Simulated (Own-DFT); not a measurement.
# Point defects and the pressure they add: zincblende GaAs

Source: density functional calculations with Own-DFT, an unreviewed in-house program that is no longer used. Nothing was measured or relaxed, and spin and spin-orbit coupling are left out.

Settings: PBE; PseudoDojo norm-conserving scalar-relativistic files; cutoff 42 hartree; 3 x 3 x 3 k mesh centred on Gamma; Fermi-Dirac smearing of 0.1 eV.

Keep in mind (not all hold for every row): not probed for a lower state with spin; forces not confirmed at this smearing and k mesh; stress not checked against mesh or cutoff.

All runs share one cell, with vectors in Å (11.737, 0.000, 0.000); (0.000, 11.737, 0.000); (0.000, 0.000, 10.919) and a volume of 1504.3 Å³, strained against the parent crystal. u is the rms random offset of the atoms per axis. The defect's site can differ from row to row.

```
                             cell     formula   u (Å)  P (GPa)
                        no defect    As32Ga32  0.0304     0.76
                        no defect    As32Ga32  0.0521     1.05
                        no defect    As32Ga32  0.0524     1.16
              one In on a Ga site  As32Ga31In  0.0282     1.31
              one In on a Ga site  As32Ga31In  0.0487     1.58
              one In on a Ga site  As32Ga31In  0.0495     1.62
one As vacancy and one Ga vacancy    As31Ga31  0.0283     0.44
one As vacancy and one Ga vacancy    As31Ga31  0.0527     0.82
one As vacancy and one Ga vacancy    As31Ga31  0.0533     0.88
              one Al on a Ga site  AlAs32Ga31  0.0285     0.72
              one Al on a Ga site  AlAs32Ga31  0.0314     0.74
              one Al on a Ga site  AlAs32Ga31  0.0491     1.02
              one Al on a Ga site  AlAs32Ga31  0.0498        ?
              one P on an As site   As31Ga32P  0.0270     0.49
              one P on an As site   As31Ga32P  0.0290     0.52
              one P on an As site   As31Ga32P  0.0528     0.85
```

## Fit

P = P0 + c u² + a shift for each defect gives P0 = 0.59 GPa, c = 188 ± 9 GPa/Å² and a scatter of 0.03 GPa. The shifts, and each times the cell's volume:

- one In on a Ga site: 0.56 ± 0.03 GPa, 5.3 eV
- one Al on a Ga site: -0.03 ± 0.03 GPa, -0.2 eV (not resolved)
- one P on an As site: -0.24 ± 0.03 GPa, -2.3 eV
- one As vacancy and one Ga vacancy: -0.28 ± 0.03 GPa, -2.6 eV

Against the defect-free cell, a freed cell would be larger where the shift is positive and smaller where it is negative (160.2 GPa Å³ is 1 eV). The atoms around the defects weren't relaxed, which would change these numbers.

## Withheld run

Asked: what pressure belongs in the blank (one Al on a Ga site, u = 0.0498 Å)?

From the fit: 1.03 ± 0.04 GPa. The hidden result is 1.00 GPa.
